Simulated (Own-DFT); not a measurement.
# What a defect does to the pressure of its cell: monoclinic HfO2

The numbers are computed, not measured, by runs of the plane-wave DFT program Own-DFT (in-house, retired, unreviewed) at fixed positions, with no spin and no spin-orbit coupling.

Common settings: PBE; PseudoDojo norm-conserving scalar-relativistic files; cutoff 72 hartree; 2 x 2 x 2 k mesh centred on Gamma; Fermi-Dirac smearing of 0.1 eV.

Limits (not all hold for every row): not probed for a lower state with spin; hafnium file: forces about 75 meV/angstrom off all-electron values; oxygen file: force components 24 meV/angstrom off all-electron in a glass; forces on such cells passed a denser k mesh, each cell not checked; stress not checked against mesh or cutoff.

All runs share one cell, with vectors in Å (10.234, 0.000, 0.000); (0.000, 10.350, 0.000); (-1.696, 0.000, 10.445) and a volume of 1106.4 Å³. Atoms were moved at random from their sites; u is the rms move along one axis. The defect's site can differ from row to row.

```
cell,formula,u (Å),P (GPa)
no defect,Hf32O64,0.0210,4.13
no defect,Hf32O64,0.0214,4.22
no defect,Hf32O64,0.0491,5.56
one Si on a Hf site,Hf31O64Si,0.0291,2.79
one Si on a Hf site,Hf31O64Si,0.0477,3.88
one Si on a Hf site,Hf31O64Si,0.0501,4.03
one O vacancy,Hf32O63,0.0303,3.71
one O vacancy,Hf32O63,0.0504,5.20
one O vacancy,Hf32O63,0.0509,5.22
two O vacancies,Hf32O62,0.0297,3.29
two O vacancies,Hf32O62,0.0316,3.62
two O vacancies,Hf32O62,0.0494,5.65
two O vacancies,Hf32O62,0.0521,?
two Al on a Hf site each and one O vacancy,Al2Hf30O63,0.0326,1.91
two Al on a Hf site each and one O vacancy,Al2Hf30O63,0.0496,3.34
two Al on a Hf site each and one O vacancy,Al2Hf30O63,0.0505,3.05
```

## Fit

P = P0 + c u² + a shift for each defect gives P0 = 3.63 GPa, c = 913 ± 93 GPa/Å² and a scatter of 0.28 GPa. The shifts, and each times the cell's volume:

- two O vacancies: -0.76 ± 0.23 GPa, -5.2 eV (-2.6 eV for each of its 2 sites)
- one O vacancy: -0.76 ± 0.24 GPa, -5.3 eV
- one Si on a Hf site: -1.78 ± 0.24 GPa, -12.3 eV
- two Al on a Hf site each and one O vacancy: -2.71 ± 0.24 GPa, -18.7 eV

Against the defect-free cell, a freed cell would be larger where the shift is positive and smaller where it is negative (160.2 GPa Å³ is 1 eV). The atoms around the defects weren't relaxed, which would change these numbers.

## Check

The question: what pressure belongs in the blank (two O vacancies, u = 0.0521 Å)?

The fitted form gives 5.35 ± 0.34 GPa. DFT gave 4.71 GPa.
